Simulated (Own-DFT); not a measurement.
Hf36O71 (tetragonal hafnia with one neutral oxygen vacancy, atoms displaced) (calculated)

A calculation, not a measurement: plane-wave PBE and HSE06 DFT by an unreviewed code, no spin, of a simulated cell at Gamma alone, so results move with cell size and shape, stress positive in tension, energies less offsets, not probed for a lower state with spin; hafnium file: forces about 75 meV/angstrom off all-electron values; oxygen file: force components 24 meV/angstrom off all-electron in a glass; k mesh not checked against a denser one; forces and stress are PBE's, HSE06 gives the energy alone, and its difference from PBE has offsets of its own; offsets are fitted by least squares, one for each functional and potential file, so energies compare only between cells with the same atoms and settings and are not formation energies; the far tail of each file's local potential was reset to the Coulomb form; each entry is a single point on an unrelaxed cell, so the pressure reflects the starting lattice, taken from the Materials Project, from which strain is counted, and rises with the displacements; printed positions are rounded, which can move forces by about a meV/angstrom; the program is a retired in-house code; no spin-orbit coupling. Program: Own-DFT development build.

Common to all runs: first functional PBE; second functional HSE06; exact exchange share 0.25; screening 0.11 1/bohr; exchange divergence Gygi-Baldereschi; potential files PseudoDojo norm-conserving, scalar-relativistic, made for PBE, standard set; wave cutoff 48 hartree; occupations fixed; k mesh 1 x 1 x 1 centred on Gamma.

(1) Hf36O71 (tetragonal hafnia with one neutral oxygen vacancy, atoms displaced)

```
cell vectors (Å)
  10.7800     0.0000     0.0000
   0.0000    10.7800     0.0000
   0.0000     0.0000    10.4493
atoms (fractions of the cell vectors)
Hf  0.00306  0.00948  0.00546
Hf  0.16755  0.17366  0.24233
O   0.99542  0.16489  0.15467
O   0.16748  0.99685  0.34278
O   0.00059  0.16779  0.40102
O   0.16905  0.99782  0.09811
Hf  0.99858  0.99307  0.50513
Hf  0.16778  0.17201  0.74430
O   0.99975  0.16558  0.65983
O   0.16724  0.99307  0.84999
O   0.99671  0.16865  0.89989
O   0.16930  0.00301  0.59268
Hf  0.00080  0.33243  0.99766
Hf  0.16596  0.50253  0.25168
O   0.00571  0.50363  0.14871
O   0.15968  0.34320  0.34359
O   0.99951  0.49292  0.39682
O   0.16364  0.34224  0.10243
Hf  0.00382  0.33862  0.50000
Hf  0.16425  0.50365  0.75306
O   0.00181  0.50646  0.64745
O   0.15840  0.33260  0.84300
O   0.00469  0.49226  0.89890
O   0.16923  0.33654  0.59775
Hf  0.99820  0.66821  0.00017
Hf  0.16750  0.83329  0.24771
O   0.99460  0.83390  0.15669
O   0.17394  0.66634  0.34427
O   0.00103  0.83644  0.39515
O   0.17317  0.66644  0.09765
Hf  0.00289  0.66535  0.49580
Hf  0.16417  0.83303  0.74487
O   0.99862  0.83774  0.65591
O   0.16351  0.66315  0.84488
O   0.99913  0.82893  0.90782
O   0.16614  0.66212  0.59921
Hf  0.33168  0.99509  0.99835
Hf  0.50280  0.16806  0.24689
O   0.33370  0.16280  0.14868
O   0.50248  0.98792  0.35214
O   0.34195  0.16913  0.39223
O   0.50158  0.00000  0.10560
Hf  0.33312  0.00787  0.50014
Hf  0.49083  0.16840  0.75265
O   0.33181  0.17513  0.64645
O   0.49948  0.99482  0.84676
O   0.33257  0.16314  0.89987
O   0.49870  0.00620  0.60191
Hf  0.33528  0.33455  0.00088
Hf  0.50705  0.49799  0.25401
O   0.32906  0.49551  0.15374
O   0.50424  0.33517  0.35014
O   0.32411  0.49737  0.40388
O   0.50303  0.33362  0.10054
Hf  0.33213  0.34250  0.50629
Hf  0.50425  0.50393  0.74851
O   0.33560  0.50265  0.65558
O   0.49509  0.32904  0.86188
O   0.32898  0.49988  0.89952
O   0.49710  0.32978  0.60848
Hf  0.33441  0.66912  0.99650
Hf  0.49936  0.83832  0.24798
O   0.32864  0.83349  0.15114
O   0.49708  0.67500  0.35376
O   0.32956  0.83458  0.39200
O   0.49991  0.66248  0.09026
Hf  0.33473  0.66598  0.50122
Hf  0.49659  0.82902  0.74202
O   0.33547  0.83276  0.64301
O   0.49404  0.67070  0.84127
O   0.33586  0.83873  0.91220
O   0.50034  0.66958  0.59273
Hf  0.66668  0.00128  0.99551
Hf  0.84113  0.16605  0.25266
O   0.66937  0.16263  0.14808
O   0.82603  0.99058  0.35956
O   0.66774  0.16833  0.40540
O   0.83043  0.99535  0.10666
Hf  0.66364  0.99820  0.50882
Hf  0.83437  0.16259  0.75326
O   0.66654  0.17276  0.65067
O   0.82395  0.99361  0.84761
O   0.67433  0.16922  0.90008
O   0.82885  0.99814  0.59860
Hf  0.66619  0.33795  0.00075
Hf  0.83719  0.50131  0.25598
O   0.65746  0.50016  0.15159
O   0.83083  0.33314  0.34811
O   0.66346  0.49885  0.40634
O   0.83501  0.33841  0.09959
Hf  0.67140  0.33339  0.49405
Hf  0.83081  0.49999  0.74380
O   0.66955  0.49411  0.65146
O   0.83635  0.32893  0.85118
O   0.65840  0.49702  0.89804
O   0.83627  0.33630  0.59087
Hf  0.66405  0.66459  0.00227
Hf  0.83893  0.83807  0.25125
O   0.66598  0.82958  0.15020
O   0.83467  0.67496  0.35475
O   0.66738  0.83765  0.39963
Hf  0.65926  0.66373  0.49267
Hf  0.83097  0.83456  0.74797
O   0.67024  0.83481  0.65509
O   0.82980  0.66658  0.84455
O   0.67010  0.83388  0.90377
O   0.83878  0.66746  0.59449
```

* PBE energy of cell above offsets: -97.962 eV
* HSE06 less PBE above offsets: -0.013 eV
* PBE pressure: 1.37 GPa
* PBE stress xx: -2.01 GPa
* PBE stress yy: -0.66 GPa
* PBE stress zz: -1.46 GPa
* PBE stress yz: -0.19 GPa
* PBE stress xz: 0.61 GPa
* PBE stress xy: -0.08 GPa

Force:
```tsv
element	x (eV/Å)	y (eV/Å)	z (eV/Å)
Hf	-0.688	-1.88	-0.437
Hf	0.68	-0.561	1.647
O	1.606	-0.215	-1.299
O	-0.112	1.724	0.096
O	-0.14	-0.303	0.549
O	-1.192	0.596	-0.184
Hf	-0.442	1.002	-1.345
Hf	-0.103	-0.804	0.975
O	0.295	-0.119	-0.921
O	-0.328	0.957	-0.745
O	0.285	-1.196	0.779
O	-0.427	-0.196	0.748
Hf	-0.595	1.125	0
Hf	0.753	0.506	-1.378
O	-1.822	0.68	0.528
O	0.294	-2.63	0.828
O	-0.654	2.179	0.06
O	0.258	-1.661	-0.953
Hf	-0.265	-1.357	-0.057
Hf	0.069	-0.66	-0.255
O	-0.383	-0.548	0.01
O	0.706	-0.415	0.379
O	-0.348	1.604	0.096
O	-0.74	-0.236	0.152
Hf	0.121	-1.107	0.453
Hf	0.488	-0.026	0.466
O	1.414	-0.748	-1.301
O	-0.963	0.274	0.968
O	0.397	-0.735	1.438
O	-1.276	0.365	-0.696
Hf	-0.663	-0.108	-0.045
Hf	0.285	-0.167	0.928
O	0.75	0.218	-0.905
O	0.323	1.793	0.239
O	0.105	1.278	-0.174
O	0.153	0.66	-0.382
Hf	0.907	1.545	1.128
Hf	0.09	-0.972	0.409
O	-0.148	0.771	-0.095
O	-0.191	2.704	0.325
O	-0.664	0.425	0.96
O	-0.319	0.033	-0.92
Hf	0.625	-0.901	-2.068
Hf	1.602	0.02	-0.09
O	-0.459	-0.74	0.104
O	0.108	0.545	-0.028
O	-0.337	0.45	-0.255
O	-0.697	-0.176	0.079
Hf	0.267	0.343	0.248
Hf	-2.463	0.51	-0.357
O	1.696	-0.116	0.104
O	0.073	0.154	-0.003
O	0.844	0.862	0.389
O	-0.711	-0.284	0.543
Hf	1.325	-1.327	-0.559
Hf	-0.519	-1.657	0.702
O	0.06	0.047	-0.485
O	-0.017	0.702	-1.053
O	0.162	-0.19	0.367
O	0.305	0.819	-0.788
Hf	-0.4	-0.643	0.907
Hf	-0.032	-0.275	-0.215
O	1.208	0.066	-0.489
O	0.427	-1.951	-0.586
O	-0.145	-0.036	1.674
O	-0.697	0.029	0.454
Hf	-0.958	0.986	-1.546
Hf	0.963	1.53	0.884
O	-0.887	-0.128	0.688
O	0.033	-0.565	0.054
O	-0.151	-2.187	-2.227
O	0.338	-0.454	1.122
Hf	-0.036	-0.157	0.75
Hf	-2.547	-0.989	0.963
O	0.203	0.534	0.757
O	1.037	2.272	-0.643
O	-0.306	-0.711	-0.532
O	0.919	0.642	-0.877
Hf	0.139	0.371	-1.69
Hf	-1.541	0.387	-0.064
O	0.128	-0.256	0.684
O	0.877	1.214	0.331
O	-0.51	-0.175	0.37
O	1.265	0.185	0.761
Hf	0.564	-1.357	-0.163
Hf	0.489	0.492	-1.465
O	2.343	0.321	0.069
O	-0.196	0.174	-0.218
O	0.13	0.792	-1.296
O	-0.068	0.046	0.22
Hf	-0.791	-1.826	1.638
Hf	1.336	-0.243	0.795
O	-0.865	0.669	-0.385
O	-0.239	1.197	-0.847
O	0.189	0.769	-0.019
O	0.343	0.207	0.553
Hf	1.321	1.194	-0.116
Hf	-2.356	0.08	0.22
O	0.491	-0.828	0.042
O	0.061	-2.025	-1.237
O	-0.431	-1.534	1.092
Hf	1.802	2.413	-0.036
Hf	-0.18	-0.777	1.028
O	-1.572	-0.229	-0.673
O	0.196	-0.845	0.33
O	-0.388	-1.029	0.045
O	-0.89	-0.199	-0.025
```

(2) Hf36O71 (tetragonal hafnia with one neutral oxygen vacancy, atoms displaced)

```
cell vectors (Å)
  10.7800     0.0000     0.0000
   0.0000    10.7800     0.0000
   0.0000     0.0000    10.4493
atoms (fractions of the cell vectors)
Hf  0.01253  0.00574  0.00027
Hf  0.16699  0.16097  0.26069
O   0.00396  0.17301  0.15614
O   0.15591  0.99816  0.34474
O   0.00323  0.16562  0.39927
O   0.15885  0.99579  0.09847
Hf  0.00982  0.98910  0.48945
Hf  0.16624  0.16667  0.76365
O   0.98220  0.16263  0.65214
O   0.17105  0.99113  0.84632
O   0.99255  0.17618  0.89347
O   0.16433  0.01093  0.59860
Hf  0.00317  0.32891  0.00242
Hf  0.17086  0.49883  0.23197
O   0.99585  0.50067  0.14585
O   0.16207  0.32545  0.33094
O   0.98953  0.49461  0.40535
O   0.16734  0.33804  0.08369
Hf  0.00340  0.33955  0.47741
Hf  0.17171  0.50189  0.76379
O   0.00362  0.50628  0.64965
O   0.18196  0.35128  0.83173
O   0.00135  0.50766  0.90277
O   0.17089  0.31948  0.60457
Hf  0.99941  0.66982  0.00138
Hf  0.15045  0.83045  0.24661
O   0.99964  0.82081  0.14632
O   0.16814  0.65656  0.34639
O   0.00417  0.83146  0.40452
O   0.18146  0.66503  0.10942
Hf  0.99198  0.67739  0.49884
Hf  0.16171  0.83009  0.74606
O   0.00673  0.84354  0.65746
O   0.16409  0.66820  0.84067
O   0.99411  0.82436  0.90531
O   0.15622  0.67968  0.58268
Hf  0.33071  0.01868  0.99243
Hf  0.50008  0.16186  0.25332
O   0.33392  0.16900  0.16245
O   0.48990  0.99829  0.34930
O   0.33237  0.16820  0.38660
O   0.50725  0.99878  0.08850
Hf  0.32723  0.00161  0.51265
Hf  0.50576  0.17128  0.74854
O   0.33222  0.16113  0.65852
O   0.50626  0.00803  0.84541
O   0.33842  0.15690  0.89555
O   0.48699  0.99695  0.60786
Hf  0.33707  0.33151  0.01636
Hf  0.51874  0.49807  0.24916
O   0.32375  0.50090  0.16837
O   0.51624  0.33354  0.34501
O   0.33726  0.50290  0.39924
O   0.51506  0.33788  0.09990
Hf  0.32619  0.34285  0.48287
Hf  0.49672  0.50219  0.75248
O   0.34506  0.50802  0.64721
O   0.49779  0.34899  0.85144
O   0.33599  0.51378  0.89780
O   0.49748  0.33789  0.60982
Hf  0.32590  0.67354  0.99156
Hf  0.49612  0.82648  0.25055
O   0.33327  0.84512  0.14907
O   0.49109  0.67023  0.35420
O   0.33024  0.83690  0.40206
O   0.50640  0.66265  0.07815
Hf  0.33300  0.66984  0.49476
Hf  0.50130  0.83202  0.75576
O   0.34184  0.82724  0.64702
O   0.50576  0.66580  0.84469
O   0.34386  0.83388  0.90115
O   0.50057  0.67573  0.59693
Hf  0.65481  0.99879  0.99520
Hf  0.82859  0.17587  0.26352
O   0.67772  0.16096  0.14481
O   0.83215  0.00412  0.35418
O   0.67426  0.15630  0.40307
O   0.83509  0.99882  0.10146
Hf  0.65875  0.00182  0.48674
Hf  0.83222  0.16487  0.73991
O   0.66189  0.16697  0.65705
O   0.83504  0.00335  0.85015
O   0.66711  0.17072  0.90209
O   0.82030  0.99818  0.59471
Hf  0.67503  0.33057  0.99967
Hf  0.84123  0.49989  0.25245
O   0.66898  0.49737  0.15797
O   0.83256  0.34558  0.34120
O   0.65713  0.50677  0.40605
O   0.84083  0.32556  0.09596
Hf  0.67070  0.33197  0.50639
Hf  0.82692  0.50724  0.74481
O   0.66406  0.48711  0.65379
O   0.81949  0.32730  0.83919
O   0.66607  0.50687  0.91759
O   0.83525  0.32883  0.59151
Hf  0.66013  0.67548  0.00117
Hf  0.80973  0.83781  0.24323
O   0.66122  0.84841  0.15435
O   0.82766  0.67701  0.36156
O   0.67446  0.83092  0.38820
Hf  0.64818  0.67579  0.49171
Hf  0.83663  0.84125  0.75038
O   0.67257  0.83086  0.64174
O   0.82303  0.67459  0.84496
O   0.67626  0.83075  0.89348
O   0.83658  0.67871  0.59153
```

* PBE energy of cell above offsets: -86.930 eV
* HSE06 less PBE above offsets: 0.544 eV
* PBE pressure: 6.2 GPa
* PBE stress xx: -5.5 GPa
* PBE stress yy: -7.41 GPa
* PBE stress zz: -5.7 GPa
* PBE stress yz: 2.39 GPa
* PBE stress xz: 0.81 GPa
* PBE stress xy: -0.02 GPa

Force:
```tsv
element	x (eV/Å)	y (eV/Å)	z (eV/Å)
Hf	-5.626	-0.693	-0.825
Hf	-1.163	-1.276	-1.413
O	0.199	-0.073	-0.704
O	0.103	-0.763	0.815
O	-0.241	0.04	-0.208
O	2.619	0.721	0.537
Hf	-2.8	3.113	2.196
Hf	-0.65	1.196	-4.376
O	4.463	-0.418	-0.717
O	-0.405	1.524	1.241
O	2.329	-0.958	0.981
O	-0.226	-0.436	0.385
Hf	-2.52	1.38	-0.836
Hf	-4.329	1.489	3.744
O	0.431	0.404	0.15
O	0.22	2.985	1.779
O	0.043	3.409	-2.157
O	0.868	-0.093	0.578
Hf	0.336	-2.665	5.347
Hf	-1.077	3.412	-5.618
O	-0.392	-0.458	0.726
O	0.212	-6.999	4.271
O	0.168	-1.525	0.139
O	-0.346	0.718	-2.783
Hf	-1.241	-0.574	0.593
Hf	2.795	-1.475	0.777
O	-1.047	-0.147	0.392
O	-0.461	0.673	-0.817
O	0.593	0.501	-1.95
O	-2.157	0.258	-1.544
Hf	0.01	-3.489	0.358
Hf	2.191	-0.983	-0.811
O	-1.547	0.497	-1.288
O	0.628	1.586	1.87
O	0.894	2.234	-0.614
O	2.21	0.413	1.343
Hf	1.005	-7.018	3.193
Hf	1.269	0.324	-0.384
O	0.114	0.302	-3.162
O	1.149	-0.107	-0.371
O	0.185	0.194	2.034
O	-3.942	1.14	1.768
Hf	1.515	-0.177	-0.654
Hf	-1.141	1.258	-0.078
O	-0.15	-0.25	0.18
O	-0.062	-1.326	0.754
O	-0.997	5.545	-0.423
O	1.979	0.492	-1.269
Hf	2.336	1.544	-2.226
Hf	-2.029	-0.308	1.256
O	6.632	-1.496	-3.695
O	-0.616	-1.088	0.214
O	-0.284	-0.825	-0.05
O	-3.041	-0.295	0.589
Hf	0.835	-1.29	3.385
Hf	0.701	-0.052	-0.684
O	-2.751	0.234	-0.291
O	-0.581	-2.822	1.276
O	-0.504	-1.505	1.35
O	-0.208	-1.051	-2.304
Hf	1.621	0.744	0.438
Hf	-2.421	1.828	-0.486
O	0.138	-0.673	0.787
O	0.767	-0.392	-1.299
O	-0.13	0.175	0.044
O	-3.997	0.145	3.681
Hf	-1.393	0.448	1.195
Hf	0.87	0.301	-1.604
O	-2.326	0.393	0.781
O	0.034	1.031	-0.098
O	-0.23	1.215	-0.222
O	-0.609	-0.301	0.251
Hf	4.637	1.15	-1.557
Hf	1.013	-2.683	-2.7
O	-1.653	0.56	1.638
O	0.294	-0.583	-0.744
O	-0.573	3.62	-1.119
O	1.033	-0.591	-0.518
Hf	1.097	-3.208	3.58
Hf	-1.221	-0.611	1.522
O	0.15	0.264	-2.166
O	0.404	-0.034	-0.424
O	-1.231	-0.688	0.124
O	0.977	-0.105	-0.463
Hf	0.919	0.447	-1.462
Hf	-0.543	3.854	-0.629
O	2.399	0.457	-0.25
O	-0.72	-2.488	1.688
O	0.005	-0.851	-0.258
O	-0.399	0.63	0.44
Hf	-1.736	1.215	1.065
Hf	1.455	-0.204	0.596
O	0.575	0.718	-0.135
O	0.494	2.313	0.355
O	0.656	-0.573	-0.587
O	0.22	0.429	-1.092
Hf	4.357	-1.111	-2.603
Hf	4.584	0.258	0.981
O	-2.687	-1.068	-2.115
O	0.766	-1.578	-2.863
O	-2.048	1.403	0.209
Hf	3.32	0.015	1.631
Hf	-1.587	0.076	-0.595
O	-1.662	0.046	0.702
O	0.949	-1.615	-0.007
O	-1.521	1.481	0.823
O	-1.539	-0.805	1.498
```

(3) Hf36O71 (tetragonal hafnia with one neutral oxygen vacancy, atoms displaced)

```
cell vectors (Å)
  10.7800     0.0000     0.0000
   0.0000    10.7800     0.0000
   0.0000     0.0000    10.4493
atoms (fractions of the cell vectors)
Hf  0.00904  0.99790  0.00142
Hf  0.17326  0.16489  0.25233
O   0.99241  0.15309  0.16123
O   0.16622  0.00914  0.34409
O   0.00268  0.16284  0.41586
O   0.16470  0.99230  0.09468
Hf  0.99688  0.01980  0.50427
Hf  0.15562  0.17083  0.76989
O   0.00799  0.16706  0.66101
O   0.15737  0.99669  0.83905
O   0.99981  0.17906  0.90215
O   0.16268  0.00213  0.59245
Hf  0.00233  0.34474  0.99744
Hf  0.15796  0.48714  0.23954
O   0.99581  0.49197  0.15495
O   0.15494  0.32938  0.33696
O   0.00828  0.49801  0.40170
O   0.16453  0.32457  0.09966
Hf  0.99365  0.33076  0.48750
Hf  0.16616  0.49227  0.74349
O   0.16569  0.33891  0.85237
O   0.99689  0.51442  0.90487
O   0.16287  0.32733  0.60503
Hf  0.00750  0.65160  0.99412
Hf  0.16942  0.83929  0.26418
O   0.00275  0.82947  0.15976
O   0.16903  0.67921  0.33576
O   0.00911  0.81736  0.40286
O   0.16359  0.66609  0.09783
Hf  0.99923  0.67323  0.51401
Hf  0.17052  0.83545  0.75107
O   0.00063  0.83536  0.66421
O   0.18357  0.67077  0.83597
O   0.01483  0.82478  0.90418
O   0.16304  0.67116  0.60756
Hf  0.32468  0.00747  0.01026
Hf  0.50729  0.16056  0.25162
O   0.34234  0.15774  0.15428
O   0.50017  0.98531  0.34710
O   0.33608  0.17738  0.39198
O   0.49362  0.99835  0.08330
Hf  0.33821  0.00794  0.50156
Hf  0.51626  0.15708  0.74316
O   0.33127  0.16657  0.65481
O   0.49598  0.99183  0.84963
O   0.32143  0.17813  0.89782
O   0.48205  0.00506  0.59175
Hf  0.34358  0.33124  0.98418
Hf  0.49109  0.49195  0.24695
O   0.32220  0.49370  0.15140
O   0.50428  0.33162  0.34644
O   0.34212  0.49122  0.39683
O   0.49930  0.32076  0.09645
Hf  0.32390  0.32933  0.50489
Hf  0.49628  0.49054  0.74540
O   0.33572  0.49936  0.65489
O   0.48583  0.33531  0.84975
O   0.33564  0.49553  0.90686
O   0.49836  0.32869  0.59566
Hf  0.33763  0.66327  0.00126
Hf  0.49734  0.83656  0.25706
O   0.34387  0.82482  0.15844
O   0.49851  0.67109  0.34119
O   0.33452  0.83275  0.39038
O   0.49769  0.66624  0.07897
Hf  0.34118  0.67647  0.50217
Hf  0.52197  0.82751  0.76164
O   0.33282  0.81801  0.64815
O   0.50385  0.66763  0.83425
O   0.31399  0.82728  0.89855
O   0.49912  0.66895  0.59903
Hf  0.66648  0.00955  0.00669
Hf  0.84657  0.15257  0.23768
O   0.66608  0.16718  0.15086
O   0.84298  0.99838  0.36287
O   0.67369  0.16997  0.39428
O   0.83796  0.99392  0.09418
Hf  0.66433  0.01056  0.48953
Hf  0.82882  0.16266  0.74701
O   0.66775  0.17029  0.65802
O   0.83476  0.00477  0.84966
O   0.66312  0.15969  0.90199
O   0.83076  0.01125  0.60970
Hf  0.65776  0.33504  0.00724
Hf  0.83551  0.50935  0.24531
O   0.68118  0.51260  0.15312
O   0.84808  0.33481  0.33817
O   0.66756  0.49686  0.40040
O   0.82942  0.34265  0.11977
Hf  0.67660  0.32907  0.49312
Hf  0.84123  0.50368  0.75869
O   0.65845  0.50027  0.64374
O   0.83583  0.32355  0.85271
O   0.66848  0.49894  0.90734
O   0.84006  0.32759  0.60002
Hf  0.66170  0.67026  0.00023
Hf  0.83055  0.83683  0.24498
O   0.65953  0.82803  0.13436
O   0.83688  0.67196  0.33650
O   0.65388  0.83063  0.40264
O   0.82479  0.65984  0.11140
Hf  0.66256  0.67087  0.50014
Hf  0.82937  0.84817  0.75890
O   0.67570  0.82600  0.65023
O   0.83697  0.66902  0.84525
O   0.66998  0.84596  0.92533
O   0.83384  0.66721  0.59176
```

- PBE stress xx: withheld
- PBE pressure: withheld

Questions
1. Give the missing PBE stress xx for Hf36O71 (tetragonal hafnia with one neutral oxygen vacancy, atoms displaced) (entry 3).
2. Hf36O71 (tetragonal hafnia with one neutral oxygen vacancy, atoms displaced) (entry 3): PBE pressure?

Calculated values
1. -5.87 GPa
2. 6.85 GPa

Further results for Hf36O71 (tetragonal hafnia with one neutral oxygen vacancy, atoms displaced) (entry 3):

* PBE energy of cell above offsets: -85.618 eV
* HSE06 less PBE above offsets: 0.608 eV
* PBE stress yy: -7.36 GPa
* PBE stress zz: -7.31 GPa
* PBE stress yz: 0.44 GPa
* PBE stress xz: -0.35 GPa
* PBE stress xy: -0.08 GPa

Force:
```tsv
element	x (eV/Å)	y (eV/Å)	z (eV/Å)
Hf	-1.104	-1.907	-1.533
Hf	0.744	1.042	-1.261
O	5.761	0.078	-2.551
O	-0.033	-0.222	1.004
O	-0.048	2.97	-3.588
O	0.33	0.85	1.298
Hf	1.024	-6.416	3.205
Hf	2.004	-0.578	-2.357
O	-2.589	-0.677	-0.93
O	-0.151	2.357	2.248
O	0.673	-1.7	1.493
O	1.361	-0.295	-0.468
Hf	-1.207	-1.002	1.023
Hf	1.037	3.144	1.83
O	1.186	0.189	-2.407
O	0.288	-0.946	1.78
O	0.06	1.04	1.029
O	-0.326	-0.207	-0.756
Hf	0.469	2.565	1.084
Hf	0.247	2.699	-0.415
O	-0.829	1.009	0.815
O	-0.231	-7.522	-4.167
O	-0.236	1.26	-0.793
Hf	-0.138	9.351	5.073
Hf	-0.703	-1.67	-1.973
O	-1.059	1.31	-0.214
O	0.888	-3.995	1.367
O	-0.457	3.464	0.584
O	0.616	-0.982	-1.056
Hf	1.172	-0.483	-1.536
Hf	0.423	-1.631	-0.958
O	-2.146	0.139	-0.517
O	-1.282	-3.814	1.123
O	-1.141	1.171	1.045
O	0.363	-1.382	-1.664
Hf	1.727	-1.603	-2.94
Hf	-1.285	1.311	-0.201
O	-1.311	-0.321	-0.198
O	0.586	5.861	1.715
O	-0.085	-1.5	0.567
O	1.176	0.62	1.854
Hf	-5.691	-0.511	-1.229
Hf	-5.712	0.623	1.896
O	0.288	-0.002	-0.135
O	0.285	1.317	-1.1
O	-0.135	-3.635	0.417
O	6.604	0.239	2.087
Hf	-1.683	1.341	2.625
Hf	0.447	1.137	1.271
O	2.17	-0.06	-0.452
O	0.783	-1.025	-0.929
O	-0.405	0.389	0.801
O	-0.257	0.883	0.937
Hf	1.461	0.927	0.515
Hf	1.199	1.084	-0.59
O	-1.028	-0.354	-0.757
O	1.86	-1.833	-0.436
O	0.196	1.213	-0.937
O	0.659	-0.432	-0.103
Hf	-3.826	1.414	-1.148
Hf	0.685	-3.656	-3.191
O	-1.942	0.765	-1.396
O	-0.004	-2.086	0.414
O	0.128	1.463	2.116
O	0.84	-1.177	1.725
Hf	-2.047	-0.435	-0.542
Hf	-3.177	0.689	-1.678
O	1.414	1.252	-0.188
O	0.386	-1.273	1.683
O	1.717	1.886	1.887
O	1.015	0.136	-0.647
Hf	-0.782	-1.108	0.718
Hf	-5.328	2.504	3.122
O	0.886	-0.955	-0.202
O	-1.264	-0.183	-0.991
O	-0.705	-1.573	0.341
O	-0.645	0.609	0.967
Hf	0.787	-2.553	0.742
Hf	2.984	1.373	1.048
O	0.775	-0.358	-2.959
O	0.307	0.529	1.174
O	-0.506	2.305	-1.03
O	-1.064	-0.216	-1.174
Hf	3.381	0.854	-0.392
Hf	-0.639	-0.441	1.981
O	-5.38	-1.429	-0.901
O	-0.221	-1.74	2.194
O	0.217	0.071	0.292
O	0.098	-1.795	-3.755
Hf	-1.091	3.772	0.413
Hf	-1.605	-0.371	-1.618
O	1.471	-0.407	1.266
O	-0.173	2.028	-0.037
O	-0.327	-0.802	-0.394
O	-0.967	0.196	-0.302
Hf	2.125	-0.941	1.126
Hf	1.182	-2.514	-0.507
O	0.52	0.911	3.764
O	-0.691	0.82	1.874
O	1.261	2.208	0.238
O	2.016	1.353	-2.95
Hf	0.75	-2.31	-0.266
Hf	2.988	-2.641	-1.019
O	-0.81	1.051	0.443
O	-0.81	0.601	0.12
O	0.125	-1.627	-4.738
O	-0.869	-1.069	0.839
```
